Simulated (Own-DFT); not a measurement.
# A layer strained by its substrate: diamond-structure SiGeSn with randomly placed atoms, 64 atoms (Ge48Si8Sn8)

The numbers are computed, not measured, by runs of the plane-wave DFT program Own-DFT (in-house, retired, unreviewed) at fixed positions, with no spin and no spin-orbit coupling.

Settings: PBE; PseudoDojo norm-conserving scalar-relativistic files; cutoff 49 hartree; 3 x 3 x 3 k mesh centred on Gamma; Fermi-Dirac smearing of 0.1 eV.

Caveats: forces on such cells moved up to 12 meV/angstrom on a denser k mesh; stress not checked against mesh or cutoff.

Unstrained cell vectors in Å: (11.467, 0.000, 0.000); (0.000, 11.467, 0.000); (0.000, 0.000, 11.467). The unstrained cell has measured lattice constants (interpolated for alloys), not those of this functional. That, the random moves and any unrelaxed bonds set the pressure at no strain. Each run strains x and y alike by e, as a substrate would, and holds the height along z. Each coordinate of each atom was shifted by a normal deviate of width 0.05 Å. The random placing of the alloy's atoms differs from row to row. Stress is positive in tension.

| e (%) | u (Å) | (s_xx + s_yy)/2 (GPa) | s_zz (GPa) |
|---|---|---|---|
| -2.25 | 0.052 | -9.39 | -7.70 |
| -2.00 | 0.052 | -8.72 | -7.38 |
| -1.25 | 0.049 | -7.29 | -6.62 |
| -1.00 | 0.048 | -6.92 | -6.34 |
| -0.75 | 0.048 | -6.64 | -6.22 |
| 0.25 | 0.050 | -4.44 | -4.58 |
| 1.75 | 0.047 | -2.09 | -2.97 |
| 2.00 | 0.052 | ? | ? |
| 2.25 | 0.047 | -1.09 | -2.37 |
| 2.50 | 0.053 | -1.07 | -2.54 |

## Analysis

With e as a fraction, the in-plane stress is -5.0 + 179 e - 562 e² GPa (errors 3 and 275, scatter 0.17), and s_zz is -5.1 + 116 e - 154 e² GPa (slope ± 4, scatter 0.20). At e = 0 the first slope is C11 + C12 and the second 2 C12, both with the ions held to the strained lattice and at the cell's own pressure. A free layer would change its height as e changes, and the in-plane slope would drop by 2 C12²/C11 to the biaxial modulus. At fixed height, a misfit of 1 % moves the in-plane stress by about 1.8 GPa and s_zz by 1.2 GPa.

## The run left out

The question: what are the two stresses at e = 2.00 %?

The fit gives -1.7 and -2.8 GPa. The calculation gave -2.08 and -3.49 GPa. This run lies off the fit, by chance or by something that the fit leaves out.
